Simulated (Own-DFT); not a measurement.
# Response to strain: wurtzite AlGaN with randomly placed atoms, 72 atoms (Al9Ga27N36)

These are calculations, not measurements. The program, named Own-DFT, is a retired in-house plane-wave density functional code that no person has reviewed. Each row is one single-point run on a periodic cell that was not relaxed, without spin or spin-orbit coupling.

Settings of every run: PBE; PseudoDojo norm-conserving scalar-relativistic files (stringent for Ga); cutoff 96 hartree; 4 x 4 x 3 k mesh centred on Gamma; Gaussian smearing of 0.01 eV.

Known limits: forces on such cells passed a denser k mesh, each cell not checked; stress not checked against mesh or cutoff.

Unstrained cell vectors in Å: (9.509, 0.000, 0.000); (-4.755, 8.235, 0.000); (0.000, 0.000, 10.268). The unstrained cell has measured lattice constants (interpolated for alloys), not those of this functional. That, the random moves and any unrelaxed bonds set the pressure at no strain. Each run strains this cell uniformly, with the atoms carried along. Every atom was also moved at random, by a Gaussian of width 0.05 Å on each axis. The random placing of the alloy's atoms differs from row to row. Strain is the symmetric tensor, in per cent. Stress is positive in tension, and the pressure is minus a third of its trace.

```
run  e_xx (%)  e_yy (%)  e_zz (%)  s_xx (GPa)  s_yy (GPa)  s_zz (GPa)  P (GPa)  E (meV/atom)
  1      0.00      0.00     -1.25       -9.63       -6.36      -11.48     9.16          11.8
  2      0.00      0.00      3.00       -5.00       -4.31        5.38     1.31           0.0
  3      0.00      0.00     -1.75      -10.10       -8.17      -15.10    11.13          32.3
  4      0.00      0.00      0.75       -6.69       -6.03       -5.24     5.98          28.0
  5      0.00      0.00      0.25       -5.91       -7.33       -7.06     6.77          22.5
  6      0.00      0.00     -1.50       -8.09       -6.06      -17.06    10.40          29.9
  7      0.00      0.00     -0.50       -7.80       -5.89      -10.47     8.05          17.3
  8      0.00      0.00     -0.75       -5.49       -9.49      -11.64     8.87          27.6
  9      0.00      0.00     -1.00           ?           ?           ?        ?             ?
```

E is the free energy for each atom above the lowest run shown.

## Worked fit

The change of volume is close to e_xx + e_yy + e_zz. A straight line through the runs shown gives P = 7.28 - 198 x (fractional change of volume) GPa, with an error of 8 on the slope and a scatter of 0.32 GPa. The strain isn't the same on all axes and the cell isn't cubic, so the slope belongs to this path and is not the bulk modulus.

## Withheld run

Question: what pressure should run 9 give? Its volume changes by -1.00 %.

The line gives 9.3 GPa. The calculation gave 9.44 GPa.
